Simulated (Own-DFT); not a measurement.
# What random displacements cost in beta-Si3N4, 42 atoms (N24Si18)

All numbers below are calculated, not measured. The program, named Own-DFT, is a retired in-house plane-wave density functional code that no person has reviewed. Each row is one single-point run on a periodic cell that was not relaxed, without spin or spin-orbit coupling.

Settings of every run: PBE; PseudoDojo norm-conserving scalar-relativistic files; cutoff 42 hartree; 3 x 3 x 3 k mesh centred on Gamma; Fermi-Dirac smearing of 0.1 eV.

Known limits, some of them of some rows only: some atoms lie very close together; forces on such cells passed a denser k mesh, each cell not checked; stress not checked against mesh or cutoff.

Cell vectors in Å: (7.606, 0.000, 0.000); (-3.803, 6.587, 0.000); (0.000, 0.000, 8.727). In each run every atom was moved at random and independently from its ideal site; u is the rms move along one axis. E is the free energy for each atom above the fitted value at u = 0, and F the rms of the force components.

```
run,u (Å),E (meV/atom),F (eV/Å),largest force (eV/Å),P (GPa)
1,0.0206,14.5,0.725,2.39,5.36
2,0.0213,23.8,0.964,2.65,5.70
3,0.0458,99.5,1.825,5.87,7.74
4,0.0529,122.0,2.137,8.76,7.93
5,0.0968,?,?,?,?
6,0.0989,376.7,3.468,11.91,13.43
7,0.1052,536.4,5.167,23.34,20.07
8,0.1521,994.2,8.030,35.80,30.91
```

## Worked fit

For small independent moves the energy grows as E = (3/2) K u², with K the mean stiffness felt by one atom. The runs with u up to 0.11 Å give K = 29.5 ± 2.0 eV/Å², with residuals divided by u² + 0.0006 Å², since the noise grows with the moves. The scatter is 14.0 meV/atom at u = 0.05 Å. The forces follow F = G u with G = 41.1 eV/Å²; no force at u = 0 is resolved. G exceeds K because the moves of its neighbours add to the force on an atom, and stiffness differs between atoms. At u = 0.152 Å the parabola gives 1024 meV/atom and the run 994. The pressure follows P = 4.94 + 1148 u² GPa: at fixed volume, shortened bonds push harder than stretched ones pull.

## Withheld run

Question: what energy and rms force should run 5 give?

The fit gives 415 ± 53 meV/atom and about 3.98 eV/Å. The calculation gave 564.3 meV/atom and 5.833 eV/Å. This run lies off the fit, by chance or by something that the fit leaves out.
